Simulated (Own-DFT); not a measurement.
Hf36O71 (tetragonal hafnia with one neutral oxygen vacancy, atoms displaced) (calculated)

Computed with Own-DFT development build. A calculation, not a measurement: plane-wave PBE and HSE06 DFT by an unreviewed code, no spin, of a simulated cell at Gamma alone, so results move with cell size and shape, stress positive in tension, energies less offsets, not probed for a lower state with spin; hafnium file: forces about 75 meV/angstrom off all-electron values; oxygen file: force components 24 meV/angstrom off all-electron in a glass; k mesh not checked against a denser one; forces and stress are PBE's, HSE06 gives the energy alone, and its difference from PBE has offsets of its own; offsets are fitted by least squares, one for each functional and potential file, so energies compare only between cells with the same atoms and settings and are not formation energies; the far tail of each file's local potential was reset to the Coulomb form; each entry is a single point on an unrelaxed cell, so the pressure reflects the starting lattice, taken from the Materials Project, from which strain is counted, and rises with the displacements; printed positions are rounded, which can move forces by about a meV/angstrom; the program is a retired in-house code; no spin-orbit coupling.

Common to all runs: first functional PBE; second functional HSE06; exact exchange share 0.25; screening 0.11 1/bohr; exchange divergence Gygi-Baldereschi; potential files PseudoDojo norm-conserving, scalar-relativistic, made for PBE, standard set; wave cutoff 48 hartree; occupations fixed; k mesh 1 x 1 x 1 centred on Gamma.

```yaml
- entry: 1
  formula: Hf36O71
  kind: "tetragonal hafnia with one neutral oxygen vacancy, atoms displaced"
  structure:
    cell_angstrom: [[10.78, 0.0, 0.0], [0.0, 10.78, 0.0], [0.0, 0.0, 10.4493]]
    atoms_fractional:
      - [Hf, 0.99294, 0.99393, 0.99629]
      - [Hf, 0.17004, 0.17066, 0.24771]
      - [O, 0.99696, 0.16349, 0.1524]
      - [O, 0.16383, 0.99925, 0.35431]
      - [O, 0.99506, 0.16311, 0.40595]
      - [O, 0.16545, 0.00194, 0.10006]
      - [Hf, 0.99615, 0.99666, 0.50552]
      - [Hf, 0.16422, 0.16372, 0.75341]
      - [O, 0.00166, 0.16382, 0.65328]
      - [O, 0.16058, 0.99918, 0.84858]
      - [O, 0.99581, 0.17086, 0.90136]
      - [Hf, 0.00369, 0.33093, 0.00169]
      - [Hf, 0.17751, 0.50048, 0.24495]
      - [O, 0.99673, 0.49825, 0.15721]
      - [O, 0.17307, 0.33938, 0.34613]
      - [O, 0.99794, 0.49975, 0.3992]
      - [O, 0.17142, 0.33558, 0.09909]
      - [Hf, 0.00106, 0.33201, 0.49501]
      - [Hf, 0.16421, 0.49961, 0.74454]
      - [O, 0.00524, 0.50393, 0.65201]
      - [O, 0.16834, 0.32872, 0.85196]
      - [O, 0.00252, 0.50281, 0.90257]
      - [O, 0.16644, 0.33127, 0.60116]
      - [Hf, 0.0023, 0.67145, 0.0]
      - [Hf, 0.1697, 0.83507, 0.25153]
      - [O, 0.00262, 0.8344, 0.15138]
      - [O, 0.16804, 0.66594, 0.35057]
      - [O, 0.99649, 0.82571, 0.40596]
      - [O, 0.17225, 0.66885, 0.09929]
      - [Hf, 0.99978, 0.67192, 0.50141]
      - [Hf, 0.16129, 0.8376, 0.74218]
      - [O, 0.99717, 0.83266, 0.65027]
      - [O, 0.16759, 0.66578, 0.8471]
      - [O, 0.00558, 0.83675, 0.91029]
      - [O, 0.16413, 0.66443, 0.59357]
      - [Hf, 0.33044, 0.00418, 0.99994]
      - [Hf, 0.50333, 0.17267, 0.2533]
      - [O, 0.33409, 0.17132, 0.16215]
      - [O, 0.49558, 0.00535, 0.34845]
      - [O, 0.32994, 0.16909, 0.41522]
      - [O, 0.49878, 0.99865, 0.10412]
      - [Hf, 0.32728, 0.99565, 0.50278]
      - [Hf, 0.49885, 0.16949, 0.74614]
      - [O, 0.33112, 0.16884, 0.65664]
      - [O, 0.50171, 0.0047, 0.84588]
      - [O, 0.3412, 0.16346, 0.90597]
      - [O, 0.49363, 0.99595, 0.601]
      - [Hf, 0.32482, 0.332, 0.0052]
      - [Hf, 0.50041, 0.49824, 0.24711]
      - [O, 0.32919, 0.49454, 0.15348]
      - [O, 0.5033, 0.32552, 0.352]
      - [O, 0.3298, 0.49499, 0.40157]
      - [O, 0.49935, 0.34514, 0.09287]
      - [Hf, 0.33712, 0.34048, 0.49186]
      - [Hf, 0.4922, 0.49476, 0.75629]
      - [O, 0.33349, 0.49763, 0.65269]
      - [O, 0.49563, 0.33751, 0.84763]
      - [O, 0.33264, 0.50015, 0.89885]
      - [O, 0.49981, 0.32631, 0.60387]
      - [Hf, 0.33159, 0.66907, 0.99489]
      - [Hf, 0.50023, 0.8362, 0.2508]
      - [O, 0.32621, 0.82762, 0.15608]
      - [O, 0.50576, 0.66894, 0.34936]
      - [O, 0.33663, 0.83256, 0.39986]
      - [O, 0.49385, 0.66975, 0.08968]
      - [Hf, 0.33018, 0.65994, 0.5]
      - [Hf, 0.49991, 0.83682, 0.74482]
      - [O, 0.33763, 0.83492, 0.65124]
      - [O, 0.49624, 0.6718, 0.85225]
      - [O, 0.33394, 0.83602, 0.90445]
      - [O, 0.50585, 0.65945, 0.5964]
      - [Hf, 0.67276, 0.00365, 0.99707]
      - [Hf, 0.83759, 0.17388, 0.25961]
      - [O, 0.66243, 0.17208, 0.14766]
      - [O, 0.83884, 0.99752, 0.34798]
      - [O, 0.66226, 0.1625, 0.40919]
      - [O, 0.83523, 0.99756, 0.09272]
      - [Hf, 0.66249, 0.99908, 0.49949]
      - [Hf, 0.83499, 0.17282, 0.75039]
      - [O, 0.66625, 0.16199, 0.65408]
      - [O, 0.83468, 0.00778, 0.84534]
      - [O, 0.66634, 0.16638, 0.90409]
      - [O, 0.83441, 0.00406, 0.60338]
      - [Hf, 0.6588, 0.33214, 0.99935]
      - [Hf, 0.83461, 0.5053, 0.24988]
      - [O, 0.66851, 0.49502, 0.14926]
      - [O, 0.82668, 0.3358, 0.34475]
      - [O, 0.67468, 0.49356, 0.40404]
      - [O, 0.83808, 0.34141, 0.09646]
      - [Hf, 0.66436, 0.3261, 0.49757]
      - [Hf, 0.83007, 0.50264, 0.74093]
      - [O, 0.664, 0.50427, 0.65343]
      - [O, 0.82633, 0.32784, 0.85031]
      - [O, 0.6652, 0.50353, 0.90984]
      - [O, 0.82947, 0.33312, 0.5966]
      - [Hf, 0.66781, 0.66433, 0.00532]
      - [Hf, 0.83717, 0.83025, 0.25164]
      - [O, 0.66549, 0.8265, 0.15022]
      - [O, 0.82944, 0.66429, 0.35131]
      - [O, 0.67073, 0.82748, 0.40153]
      - [O, 0.82947, 0.66977, 0.09837]
      - [Hf, 0.66281, 0.66159, 0.49808]
      - [Hf, 0.83457, 0.83339, 0.74321]
      - [O, 0.66482, 0.83943, 0.65484]
      - [O, 0.83048, 0.66691, 0.85105]
      - [O, 0.66637, 0.83507, 0.90752]
      - [O, 0.83634, 0.66293, 0.59836]
  results:
    "PBE_energy_of_cell_above_offsets [eV]": "-98.198"
    "HSE06_less_PBE_above_offsets [eV]": "0.004"
    "PBE_pressure [GPa]": 1.93
    "PBE_stress_xx [GPa]": -1.82
    "PBE_stress_yy [GPa]": -1.53
    "PBE_stress_zz [GPa]": -2.42
    "PBE_stress_yz [GPa]": -0.41
    "PBE_stress_xz [GPa]": 1.07
    "PBE_stress_xy [GPa]": 0.0
    force_element: [Hf, Hf, O, O, O, O, Hf, Hf, O, O, O, Hf, Hf, O, O, O, O, Hf, Hf, O, O, O, O, Hf, Hf, O, O, O, O, Hf, Hf, O, O, O, O, Hf, Hf, O, O, O, O, Hf, Hf, O, O, O, O, Hf, Hf, O, O, O, O, Hf, Hf, O, O, O, O, Hf, Hf, O, O, O, O, Hf, Hf, O, O, O, O, Hf, Hf, O, O, O, O, Hf, Hf, O, O, O, O, Hf, Hf, O, O, O, O, Hf, Hf, O, O, O, O, Hf, Hf, O, O, O, O, Hf, Hf, O, O, O, O]
    "force_x [eV/angstrom]": [0.923, -1.026, 0.718, 0.148, 0.01, 0.165, 0.462, 0.369, 0.339, 0.312, 0.471, -1.601, -3.879, 1.806, -0.579, -0.177, -1.881, 0.346, 0.23, -1.515, 0.178, 0.062, -0.19, -0.093, -0.243, -0.213, 0.478, -0.063, -1.383, -0.22, 1.934, 0.459, -0.28, -0.374, 0.953, 1.203, 0.102, 0.316, 0.517, -0.251, -0.21, -0.052, -0.133, -0.646, -0.032, -0.709, 0.771, 2.112, 1.178, 2.523, -0.321, 0.858, -1.371, -0.952, 1.17, -0.275, 0.539, -0.093, 0.098, 0.453, -0.08, 1.439, -0.38, -0.182, 0.457, 0.688, 0.255, -1.994, -0.077, -0.409, -1.896, -1.627, -0.148, 0.823, -0.43, 0.545, -0.693, -0.038, -0.393, 0.034, 0.262, -0.339, -0.428, 2.401, 0.172, -1.072, 0.366, -1.155, -0.681, 0.191, 0.141, 0.025, 0.251, -0.138, 0.961, -0.896, -1.133, 0.271, 0.305, -0.352, 1.728, 0.719, -2.191, 1.042, 0.541, 0.424, -0.758]
    "force_y [eV/angstrom]": [2.506, -1.181, 0.785, 0.493, 0.908, 0.434, 0.319, 0.948, -0.317, -0.082, -0.732, 1.062, 1.258, 0.485, -1.265, -0.211, -0.488, 1.018, -0.509, -0.48, 0.535, -0.571, 0.403, -1.615, -0.277, -0.252, -0.105, 1.859, -0.623, -2.733, -0.51, 0.277, 0.657, -1.474, 0.378, -1.648, -2.81, 0.327, -0.446, -0.425, -0.041, 0.378, -0.51, -0.933, -0.729, 0.982, 0.386, 0.431, 0.681, 0.074, 2.628, 2.177, -0.334, -2.933, 2.259, 0.348, -1.514, -0.493, 0.651, 0.623, 0.426, 0.508, -1.52, -0.352, -0.825, 1.471, 0.009, -0.257, -0.687, 0.702, 0.561, -0.939, -1.09, 0.159, 0.41, 0.073, -0.176, -1.18, -0.389, 0.084, -1.699, 0.464, -0.731, 0.425, -0.667, 0.664, -0.578, 0.375, -0.823, 1.162, -0.269, -0.448, 1.946, -0.981, 0.021, 1.294, -0.115, 0.419, 0.683, 1.494, -0.165, -0.383, 0.143, -0.263, 0.466, 0.102, 0.459]
    "force_z [eV/angstrom]": [0.992, 0.983, 0.633, 0.047, -0.347, -0.133, -0.617, -0.481, -0.426, -0.806, 0.173, -0.329, 1.139, -0.505, 0.071, 0.943, 1.01, 0.911, 1.579, -0.296, 0.0, 0.244, -0.969, 0.4, 0.068, 0.381, -0.272, -0.617, -0.083, -0.767, 1.391, -0.122, -0.705, -2.067, 0.767, 0.459, -1.163, -0.715, 0.319, -0.903, -0.71, 0.026, 0.761, 0.284, -0.149, 0.351, -0.931, -2.281, -0.602, -0.71, 0.186, -1.248, 1.237, 3.059, 0.032, -1.037, 0.563, 0.655, -1.053, -0.785, -0.928, -0.137, -0.585, 0.734, 1.725, 0.063, 2.332, -0.38, -1.385, -0.19, -0.087, 0.125, -1.942, 1.158, 0.026, -1.271, 0.864, 0.996, 0.045, -0.424, 0.214, -0.41, -1.005, -0.299, -0.385, 1.153, 0.736, -0.158, -0.075, 1.435, 1.58, 0.234, -0.658, -1.027, -0.232, -1.082, -0.442, 1.224, -0.311, 0.373, 0.615, -0.115, 1.822, -0.673, -0.949, -0.546, 0.406]
- entry: 2
  formula: Hf36O71
  kind: "tetragonal hafnia with one neutral oxygen vacancy, atoms displaced"
  structure:
    cell_angstrom: [[10.78, 0.0, 0.0], [0.0, 10.78, 0.0], [0.0, 0.0, 10.4493]]
    atoms_fractional:
      - [Hf, 0.00217, 0.00229, 0.00057]
      - [Hf, 0.16288, 0.16302, 0.23566]
      - [O, 0.99825, 0.16284, 0.15592]
      - [O, 0.16231, 0.0021, 0.3449]
      - [O, 0.00429, 0.17119, 0.40837]
      - [O, 0.16453, 0.99745, 0.09718]
      - [Hf, 0.00681, 0.0015, 0.4926]
      - [Hf, 0.16853, 0.1569, 0.75071]
      - [O, 0.00837, 0.1669, 0.65335]
      - [O, 0.16891, 0.00562, 0.8483]
      - [O, 0.9983, 0.16353, 0.89798]
      - [O, 0.17011, 0.99186, 0.59738]
      - [Hf, 0.99377, 0.33065, 0.996]
      - [Hf, 0.16391, 0.49829, 0.2497]
      - [O, 0.00202, 0.49704, 0.15009]
      - [O, 0.16435, 0.32946, 0.35336]
      - [O, 0.99196, 0.48856, 0.40669]
      - [O, 0.16816, 0.32704, 0.09761]
      - [Hf, 0.00198, 0.33955, 0.49958]
      - [Hf, 0.16745, 0.49824, 0.74349]
      - [O, 0.99816, 0.4964, 0.64698]
      - [O, 0.17064, 0.33107, 0.851]
      - [O, 0.00082, 0.50319, 0.90798]
      - [O, 0.16515, 0.33518, 0.60951]
      - [Hf, 0.99028, 0.66992, 0.00122]
      - [Hf, 0.16841, 0.81942, 0.24911]
      - [O, 0.00055, 0.83494, 0.1521]
      - [O, 0.1675, 0.66165, 0.35258]
      - [O, 0.00964, 0.83389, 0.39312]
      - [O, 0.16383, 0.67494, 0.093]
      - [Hf, 0.99634, 0.66646, 0.49922]
      - [Hf, 0.16953, 0.82238, 0.74286]
      - [O, 0.99815, 0.83332, 0.65458]
      - [O, 0.16351, 0.66163, 0.84564]
      - [O, 0.99353, 0.82875, 0.90937]
      - [O, 0.17672, 0.66622, 0.59996]
      - [Hf, 0.32858, 0.00033, 0.99811]
      - [Hf, 0.49792, 0.16476, 0.25163]
      - [O, 0.33212, 0.15536, 0.1516]
      - [O, 0.49497, 0.99748, 0.34961]
      - [O, 0.33084, 0.16316, 0.40035]
      - [O, 0.50714, 0.99904, 0.09806]
      - [Hf, 0.33891, 0.99528, 0.50178]
      - [Hf, 0.50408, 0.16487, 0.74699]
      - [O, 0.34018, 0.16595, 0.64973]
      - [O, 0.50545, 0.00353, 0.84053]
      - [O, 0.33417, 0.17165, 0.90975]
      - [O, 0.49777, 0.99876, 0.59576]
      - [Hf, 0.32706, 0.33083, 0.99992]
      - [Hf, 0.50721, 0.50192, 0.24599]
      - [O, 0.33205, 0.49593, 0.15038]
      - [O, 0.49558, 0.33036, 0.33447]
      - [O, 0.49664, 0.3334, 0.09]
      - [Hf, 0.32907, 0.33314, 0.49133]
      - [Hf, 0.50421, 0.49214, 0.74664]
      - [O, 0.329, 0.51045, 0.65472]
      - [O, 0.49891, 0.33069, 0.85118]
      - [O, 0.33317, 0.49741, 0.89299]
      - [O, 0.49638, 0.32712, 0.5952]
      - [Hf, 0.33601, 0.6754, 0.99836]
      - [Hf, 0.50282, 0.82967, 0.25535]
      - [O, 0.33015, 0.839, 0.14171]
      - [O, 0.499, 0.66198, 0.3478]
      - [O, 0.3308, 0.82481, 0.4024]
      - [O, 0.50939, 0.6703, 0.09954]
      - [Hf, 0.33483, 0.66263, 0.49975]
      - [Hf, 0.51424, 0.83667, 0.74904]
      - [O, 0.33285, 0.84096, 0.65533]
      - [O, 0.50015, 0.6613, 0.84056]
      - [O, 0.33506, 0.83162, 0.90737]
      - [O, 0.50234, 0.66729, 0.5975]
      - [Hf, 0.66548, 0.99532, 0.99594]
      - [Hf, 0.8326, 0.16814, 0.24871]
      - [O, 0.66133, 0.17012, 0.15023]
      - [O, 0.83507, 0.99999, 0.34557]
      - [O, 0.66579, 0.15963, 0.40373]
      - [O, 0.83926, 0.9999, 0.09697]
      - [Hf, 0.666, 0.99263, 0.4978]
      - [Hf, 0.8432, 0.16831, 0.75564]
      - [O, 0.66469, 0.16388, 0.6471]
      - [O, 0.82464, 0.99765, 0.84829]
      - [O, 0.667, 0.16326, 0.90502]
      - [O, 0.83322, 0.00406, 0.60108]
      - [Hf, 0.67259, 0.33109, 0.99643]
      - [Hf, 0.82713, 0.49452, 0.2529]
      - [O, 0.66378, 0.49824, 0.15141]
      - [O, 0.83981, 0.32947, 0.35066]
      - [O, 0.66794, 0.50129, 0.40203]
      - [O, 0.83452, 0.33613, 0.09913]
      - [Hf, 0.6619, 0.3361, 0.50196]
      - [Hf, 0.82512, 0.49086, 0.75354]
      - [O, 0.67337, 0.49905, 0.65379]
      - [O, 0.84005, 0.33903, 0.84582]
      - [O, 0.66589, 0.4977, 0.90858]
      - [O, 0.83347, 0.33982, 0.60087]
      - [Hf, 0.66522, 0.65979, 0.00359]
      - [Hf, 0.82923, 0.83918, 0.24814]
      - [O, 0.66102, 0.83301, 0.14605]
      - [O, 0.82695, 0.66237, 0.35014]
      - [O, 0.66621, 0.83319, 0.40342]
      - [O, 0.83586, 0.67191, 0.09918]
      - [Hf, 0.67432, 0.67104, 0.49182]
      - [Hf, 0.83224, 0.83212, 0.74871]
      - [O, 0.66987, 0.8317, 0.64798]
      - [O, 0.83977, 0.66985, 0.84477]
      - [O, 0.67128, 0.83655, 0.91514]
      - [O, 0.83241, 0.66858, 0.59497]
  results:
    "PBE_energy_of_cell_above_offsets [eV]": "-96.778"
    "HSE06_less_PBE_above_offsets [eV]": "0.086"
    "PBE_pressure [GPa]": 2.28
    "PBE_stress_xx [GPa]": -0.97
    "PBE_stress_yy [GPa]": -3.09
    "PBE_stress_zz [GPa]": -2.77
    "PBE_stress_yz [GPa]": 1.02
    "PBE_stress_xz [GPa]": 0.77
    "PBE_stress_xy [GPa]": 0.22
    force_element: [Hf, Hf, O, O, O, O, Hf, Hf, O, O, O, O, Hf, Hf, O, O, O, O, Hf, Hf, O, O, O, O, Hf, Hf, O, O, O, O, Hf, Hf, O, O, O, O, Hf, Hf, O, O, O, O, Hf, Hf, O, O, O, O, Hf, Hf, O, O, O, Hf, Hf, O, O, O, O, Hf, Hf, O, O, O, O, Hf, Hf, O, O, O, O, Hf, Hf, O, O, O, O, Hf, Hf, O, O, O, O, Hf, Hf, O, O, O, O, Hf, Hf, O, O, O, O, Hf, Hf, O, O, O, O, Hf, Hf, O, O, O, O]
    "force_x [eV/angstrom]": [-0.265, 1.498, -0.921, 0.058, -0.583, -0.069, 0.204, 1.306, -1.311, 0.02, -0.663, -0.606, 2.459, 0.842, -0.927, 0.783, 0.143, -1.631, 0.514, -0.201, -0.343, -0.867, -0.485, 1.074, 1.923, -0.57, -0.573, -0.14, -0.949, 0.662, 0.81, -0.205, 0.308, 0.365, 0.414, -2.437, 0.892, -0.303, 0.294, 0.327, 0.476, -1.41, -1.506, -0.272, -1.147, -0.046, 0.077, 1.684, 1.008, -2.869, -0.023, 0.187, 1.101, -1.0, -2.363, 2.116, 0.994, 0.258, 0.41, -0.717, -1.277, 1.224, 0.063, 0.2, -1.98, 0.961, -2.505, 1.517, 0.743, 0.039, 0.579, 0.379, -1.032, 1.546, -0.142, -0.101, -1.304, 0.67, -0.884, 0.817, 0.711, 0.727, 0.271, -2.921, 1.657, 1.757, -1.18, -0.127, -0.292, 0.933, 2.91, -1.882, -0.34, 0.574, -0.778, 0.944, 1.237, 1.322, 0.545, -0.074, -2.03, -1.157, 1.329, 0.034, -1.013, -0.704, 0.235]
    "force_y [eV/angstrom]": [-1.935, -0.187, 0.343, -0.697, -0.906, 0.609, 0.442, 2.752, -0.404, -2.563, 0.521, 0.479, 1.867, -0.9, 0.013, 0.981, 4.135, -0.212, -2.48, -0.944, 0.976, -0.354, -1.32, 0.179, -0.722, 1.939, -0.112, -1.119, -1.087, -0.287, -0.225, 0.473, -0.542, 1.062, 2.204, 0.728, 0.494, -0.819, 0.144, -0.734, 0.505, -0.046, 0.515, 1.11, -0.473, -1.199, -2.043, -0.662, 1.904, -1.182, 0.815, 1.325, 0.1, -0.596, 0.637, -0.781, 0.092, 0.593, 1.287, -2.425, 0.962, -0.711, 0.426, 0.865, -0.405, -1.207, -1.144, -0.332, 1.009, 0.927, 0.151, 1.93, -0.534, 0.326, -0.042, 1.09, -0.046, 2.838, -1.813, 0.592, 0.552, 1.347, -0.307, -1.588, -0.033, 0.154, 0.238, -0.836, -0.306, -1.733, 2.973, -0.305, -2.387, -0.05, -0.719, 1.487, -0.533, 0.073, 0.866, -0.2, -0.552, -1.305, 0.621, 0.195, -1.219, -2.835, 0.265]
    "force_z [eV/angstrom]": [0.005, 2.638, -1.338, -0.359, -0.606, -0.377, 0.515, -1.019, 0.347, 0.831, 0.299, -0.231, 0.054, -0.374, 1.051, -0.705, -1.869, 0.599, 2.104, 1.62, 0.669, -0.229, -0.24, -1.756, -0.492, -0.408, 0.652, -0.222, 1.235, 0.732, 0.424, 0.774, -0.57, -0.116, -0.979, -0.381, 0.932, -1.181, -0.019, 0.051, 0.357, -0.34, -0.678, 0.01, 0.426, 0.807, -1.077, 0.281, -0.754, -0.054, 1.217, 1.509, 0.283, 0.662, 0.644, -1.276, -1.398, 1.184, -0.394, -0.103, -1.576, 1.603, -0.047, -0.46, 0.211, 0.422, -0.005, 0.24, 0.694, -1.513, -0.823, 1.638, 0.426, 0.631, 0.234, -0.271, 0.306, 1.428, -2.01, 0.84, -0.471, -0.645, -0.895, 1.112, -0.112, -0.391, -0.593, -0.397, 0.115, 0.214, -1.184, -0.669, 1.779, -1.228, -0.117, -0.551, -1.34, 1.875, -0.452, -1.566, 0.74, 1.685, 0.56, -0.041, -0.003, -2.605, -0.152]
```
